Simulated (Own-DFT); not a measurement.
# Same atoms, different arrangement: Al2C36Si34, 72 atoms

Calculated results; nothing here was measured. The program, named Own-DFT, is a retired in-house plane-wave density functional code that no person has reviewed. Each row is one single-point run on a periodic cell that was not relaxed, without spin or spin-orbit coupling.

Settings of every run: PBE; PseudoDojo norm-conserving scalar-relativistic files; cutoff 42 hartree; 4 x 4 x 3 k mesh centred on Gamma; Fermi-Dirac smearing of 0.1 eV.

Known limits: not probed for a lower state with spin; forces on such cells passed a denser k mesh, each cell not checked; stress not checked against mesh or cutoff.

All cells hold the same atoms in the same cell, with vectors in Å (9.248, 0.000, 0.000); (-4.624, 8.009, 0.000); (0.000, 0.000, 10.068). Every atom was moved at random from its ideal site; u is the rms move along one axis. The defect's site can differ from row to row. E is the free energy of the cell above the lowest run. The arrangements:

- A: 4H SiC, with two Al on a Si site each, 3.1 Å apart
- B: 2H SiC, with two Al on a Si site each, 3.1 Å apart

```
arrangement,u (Å),E (eV),P (GPa)
A,0.0288,0.130,5.70
A,0.0299,0.239,5.79
A,0.0302,0.000,5.68
A,0.0458,3.242,7.03
A,0.0458,3.639,7.15
A,0.0529,5.894,8.02
B,0.0273,0.362,5.82
B,0.0300,0.570,5.96
B,0.0305,0.284,5.94
B,0.0502,3.625,6.75
B,0.0518,5.422,7.73
B,0.0527,5.521,7.38
```

Question: once the cost of the random moves is taken out, how do the arrangements rank?

## Worked answer

Fit E = a + b u², with one b for all and one a for each arrangement, and with residuals divided by u², since the noise grows with the moves. Then b = 2583 eV/Å², the scatter at u = 0.04 Å is 0.42 eV, and against A:

- B: 0.30 ± 0.17 eV (not told apart from A)

These are energies of unrelaxed cells. Relaxing the atoms lowers the strained arrangements most, so the gaps would shrink and small ones could change sign.
